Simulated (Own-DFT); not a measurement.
# Which defects push the lattice out? 2H SiC

Calculated, not measured: single-point runs of Own-DFT, a retired in-house plane-wave DFT program that no person has reviewed, on unrelaxed cells, without spin or spin-orbit coupling.

All runs used: PBE; PseudoDojo norm-conserving scalar-relativistic files; cutoff 42 hartree; 4 x 4 x 3 k mesh centred on Gamma; Fermi-Dirac smearing of 0.1 eV.

Known weak points (not all hold for every row): some atoms lie very close together; not probed for a lower state with spin; forces on such cells passed a denser k mesh, each cell not checked; stress not checked against mesh or cutoff.

All runs share one cell, with vectors in Å (9.248, 0.000, 0.000); (-4.624, 8.009, 0.000); (0.000, 0.000, 10.068) and a volume of 745.7 Å³. u is the rms random offset of the atoms per axis. The defect's site can differ from row to row.

```
cell,formula,u (Å),P (GPa)
no defect,C36Si36,0.0306,3.91
no defect,C36Si36,0.0567,5.82
no defect,C36Si36,0.0588,5.63
one C on a Si site,C37Si35,0.0313,2.20
one C on a Si site,C37Si35,0.0325,2.08
one C on a Si site,C37Si35,0.0488,3.37
one C on a Si site and one Si on a C site,C36Si36,0.0288,7.44
one C on a Si site and one Si on a C site,C36Si36,0.0481,9.50
one C on a Si site and one Si on a C site,C36Si36,0.0531,9.02
two N on a C site each,C34N2Si36,0.0303,3.00
two N on a C site each,C34N2Si36,0.0309,2.95
two N on a C site each,C34N2Si36,0.0485,?
two N on a C site each,C34N2Si36,0.0510,4.44
one Si on a C site,C35Si37,0.0288,10.53
one Si on a C site,C35Si37,0.0484,11.40
one Si on a C site,C35Si37,0.0505,11.67
```

## Analysis

P = P0 + c u² + a shift for each defect gives P0 = 3.08 GPa, c = 802 ± 84 GPa/Å² and a scatter of 0.28 GPa. The shifts, and each times the cell's volume:

- one Si on a C site: 6.58 ± 0.23 GPa, 30.6 eV
- one C on a Si site and one Si on a C site: 3.97 ± 0.23 GPa, 18.5 eV
- two N on a C site each: -0.82 ± 0.24 GPa, -3.8 eV (-1.9 eV for each of its 2 sites)
- one C on a Si site: -1.72 ± 0.24 GPa, -8.0 eV

Positive is outwards. The product with the volume (160.2 GPa Å³ to the eV) is nearly free of the cell's size; divided by the bulk modulus at the cell's pressure it gives the volume that the defect adds. The atoms around the defects weren't relaxed, which would change these numbers.

## Withheld run

The question: what pressure belongs in the blank (two N on a C site each, u = 0.0485 Å)?

From the fit: 4.15 ± 0.33 GPa. Computed: 4.33 GPa.
